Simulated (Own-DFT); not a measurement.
# Oxygen vacancies under two functionals: monoclinic HfO2, Hf32O62

These are calculations. Each geometry was run twice at fixed positions with Own-DFT, a retired in-house plane-wave program that no person has reviewed: with PBE, and with HSE06 (exact exchange share 0.25 at short range, screening 0.11 per bohr, Gygi-Baldereschi treatment of its divergence). Both used PseudoDojo norm-conserving files made for PBE, a cutoff of 48 hartree, the Gamma point alone, fixed occupations, a neutral cell and no spin. One k point on a cell 10.1 Å thick isn't converged, and results move with the size of the cell. The hafnium file keeps the 4f electrons in the core, and its forces lie about 75 meV/Å off all-electron values. The oxygen file's force components were 24 meV/Å off all-electron values in a glass.

Cell vectors in Å: (10.234, 0.000, 0.000); (0.000, 10.350, 0.000); (-1.696, 0.000, 10.445). Atoms were moved at random from their ideal sites, and each line below averages several runs of one case and one width of the moves; u² is the mean square move along one axis. E is the PBE energy of the cell and D the HSE06 energy less the PBE one, each over its lowest single run, with the standard error of the mean. Within a case the pair of sites differs from run to run.

- A: two O taken from sites with four and four neighbours, under 3.2 Å apart
- B: two O taken from sites with three and four neighbours, under 3.2 Å apart
- C: two O taken from sites with three and three neighbours, under 3.2 Å apart

| case | runs | u² (Å²) | E (eV) | error of E | D (eV) | error of D |
|---|---|---|---|---|---|---|
| A | 14 | 0.000909 | 0.368 | 0.057 | 0.126 | 0.010 |
| A | 14 | 0.002480 | 4.109 | 0.153 | 0.307 | 0.024 |
| A | 14 | 0.006518 | 13.846 | 0.547 | 0.777 | 0.043 |
| B | 14 | 0.000898 | 0.440 | 0.058 | 0.091 | 0.011 |
| B | 14 | 0.002508 | 4.203 | 0.234 | 0.293 | 0.017 |
| B | 14 | 0.006414 | 13.474 | 0.467 | 0.786 | 0.028 |
| C | 14 | 0.000913 | 0.772 | 0.054 | 0.079 | 0.012 |
| C | 14 | 0.002480 | 4.313 | 0.201 | 0.263 | 0.016 |
| C | 14 | 0.006574 | 14.378 | 0.514 | 0.786 | 0.037 |

Q: how do the cases differ under PBE, and what does HSE06 change?

## Worked answer

Fit E and D each to a + b u², with one a for each case and lines weighted by their errors. Against A, in eV:

| case | PBE | change by HSE06 | HSE06 |
|---|---|---|---|
| B | 0.09 ± 0.08 | -0.028 ± 0.012 | 0.06 ± 0.08 |
| C | 0.38 ± 0.07 | -0.046 ± 0.013 | 0.33 ± 0.08 |

Under PBE, C lies above A by more than three errors. D is known much better than E, because both runs of a geometry share the same random moves. HSE06 moves C down against A. The slope b is 2370 ± 43 eV/Å² for E and 123 ± 4 for D, so at this fixed cell HSE06 makes random moves about 5 % costlier. The vacancies are unrelaxed, and relaxation differs between sites.
